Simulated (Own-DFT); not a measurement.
# One trend across several semiconductors

The numbers are computed, not measured, by runs of the plane-wave DFT program Own-DFT (in-house, retired, unreviewed) at fixed positions, with no spin and no spin-orbit coupling.

Caveats (not all hold for every row): forces on such cells moved up to 12 meV/angstrom on a denser k mesh; k mesh not checked against a denser one; forces on such cells passed a denser k mesh, each cell not checked; stress not checked against mesh or cutoff.

All runs are PBE with PseudoDojo norm-conserving files; cutoff and k mesh are each material's own. Every cell starts from measured lattice constants and was given uniform random strains and small random moves of its atoms. Each triple is the change of volume in per cent, the rms move u in Å and the pressure in GPa.

- wurtzite AlN (Al36N36), 10.45 Å³/atom unstrained: (-1.97, 0.049, 9.86); (-1.67, 0.049, 9.22); (-1.33, 0.054, 9.57); (-0.94, 0.050, 7.57); (-0.24, 0.048, 6.19); (0.29, 0.047, 4.90); (1.83, 0.050, 2.15)
- wurtzite GaN (Ga48N48), 11.42 Å³/atom unstrained: (-2.51, 0.048, 12.79); (-1.84, 0.052, 11.96); (-1.48, 0.051, 11.06); (-1.36, 0.048, 10.67); (-1.25, 0.052, 10.76); (0.53, 0.051, 7.11); (2.19, 0.052, 3.76)
- diamond silicon (Si64), 20.02 Å³/atom unstrained: withheld
- zincblende GaP (Ga32P32), 20.24 Å³/atom unstrained: (-4.00, 0.053, 7.50); (-3.22, 0.044, 6.41); (-0.82, 0.048, 3.98); (-0.82, 0.050, 4.15); (-0.81, 0.046, 4.08); (-0.06, 0.051, 3.84); (2.22, 0.050, 1.46)
- zincblende InP (In32P32), 25.27 Å³/atom unstrained: (-2.28, 0.052, 5.53); (-1.09, 0.050, 4.39); (-0.87, 0.049, 4.30); (-0.71, 0.051, 4.22); (0.56, 0.053, 3.42); (0.93, 0.051, 2.96); (2.63, 0.049, 2.03)
- grey tin (Sn64), 34.15 Å³/atom unstrained: (-1.76, 0.050, 4.64); (-1.48, 0.048, 4.52); (-1.21, 0.052, 4.42); (-1.11, 0.053, 4.35); (-0.50, 0.050, 4.02); (0.12, 0.052, 3.71); (1.93, 0.050, 2.79)

## Working it out

Fit a line to each set against the fractional change of volume; B is minus its slope, and u is nearly the same within a set. To take it to zero pressure, assume that B rises by 4 GPa for each GPa: B0 = B - 4 x (mean pressure). The bond length of an ideal tetrahedral crystal with the unstrained volume v is d = (√3/4)(8 v)^(1/3). Cohen's empirical rule reads B0 = (1971 - 220 L) d^(-3.5) GPa, with L = 0 for group IV crystals and SiC and 1 for III-V compounds.

| material | L | d (Å) | B (GPa) | mean P (GPa) | B0 (GPa) | rule (GPa) |
|---|---|---|---|---|---|---|
| wurtzite AlN (Al36N36) | 1 | 1.893 | 213 ± 15 | 7.1 | 184 ± 15 | 188 |
| wurtzite GaN (Ga48N48) | 1 | 1.950 | 196 ± 5 | 9.7 | 157 ± 5 | 169 |
| diamond silicon (Si64) | 0 | 2.352 | ? | ? | ? | 99 |
| zincblende GaP (Ga32P32) | 1 | 2.360 | 95 ± 5 | 4.5 | 77 ± 5 | 87 |
| zincblende InP (In32P32) | 1 | 2.541 | 70 ± 3 | 3.8 | 54 ± 3 | 67 |
| grey tin (Sn64) | 0 | 2.810 | 51 ± 1 | 4.1 | 34 ± 1 | 53 |

A line through ln[B0/(1971 - 220 L)] against ln d has a slope of -4.4 ± 0.2 and a scatter of 8 %. Against the rule, B0 stands at 98 % for wurtzite AlN, 93 % for wurtzite GaN, 89 % for zincblende GaP, 81 % for zincblende InP, 65 % for grey tin. PBE tends to make silicon and heavier crystals too soft, and the rule itself is only a guide.

## Withheld run

Question: what B0 does the fitted trend give for diamond silicon (Si64)?

The line gives 81 GPa. Its own runs give B = 98 ± 4 GPa at a mean pressure of 3.0 GPa, so B0 = 86 GPa.
